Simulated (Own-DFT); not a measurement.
# What a defect does to the pressure of its cell: zincblende GaP

Source: density functional calculations with Own-DFT, an unreviewed in-house program that is no longer used. Nothing was measured or relaxed, and spin and spin-orbit coupling are left out.

All runs used: PBE; PseudoDojo norm-conserving scalar-relativistic files; cutoff 42 hartree; 2 x 3 x 3 k mesh centred on Gamma; Fermi-Dirac smearing of 0.1 eV.

Known weak points (not all hold for every row): not probed for a lower state with spin; forces on such cells failed a check on a denser k mesh; forces on such cells moved up to 12 meV/angstrom on a denser k mesh; forces on such cells passed a denser k mesh, each cell not checked; stress not checked against mesh or cutoff.

All runs share one cell, with vectors in Å (16.352, 0.000, 0.000); (0.000, 10.901, 0.000); (0.000, 0.000, 10.901) and a volume of 1943.1 Å³. Atoms were moved at random from their sites; u is the rms move along one axis. The defect's site can differ from row to row.

| cell | formula | u (Å) | P (GPa) |
|---|---|---|---|
| no defect | Ga48P48 | 0.0201 | 2.74 |
| no defect | Ga48P48 | 0.0217 | 2.72 |
| no defect | Ga48P48 | 0.0491 | 3.23 |
| two P on a Ga site each | Ga46P50 | 0.0293 | 2.97 |
| two P on a Ga site each | Ga46P50 | 0.0321 | 3.00 |
| two P on a Ga site each | Ga46P50 | 0.0485 | 3.27 |
| two P vacancies | Ga48P46 | 0.0300 | 2.40 |
| two P vacancies | Ga48P46 | 0.0331 | 2.51 |
| two P vacancies | Ga48P46 | 0.0523 | ? |
| two P vacancies | Ga48P46 | 0.0540 | 2.84 |

## Analysis

P = P0 + c u² + a shift for each defect gives P0 = 2.65 GPa, c = 223 ± 15 GPa/Å² and a scatter of 0.04 GPa. The shifts, and each times the cell's volume:

- two P on a Ga site each: 0.11 ± 0.03 GPa, 1.4 eV (0.7 eV for each of its 2 sites)
- two P vacancies: -0.43 ± 0.03 GPa, -5.2 eV (-2.6 eV for each of its 2 sites)

Positive is outwards. The product with the volume (160.2 GPa Å³ to the eV) is nearly free of the cell's size; divided by the bulk modulus at the cell's pressure it gives the volume that the defect adds. The atoms around the defects weren't relaxed, which would change these numbers.

## Prediction

Q: what pressure belongs in the blank (two P vacancies, u = 0.0523 Å)?

From the fit: 2.83 ± 0.05 GPa. DFT gave 2.93 GPa.
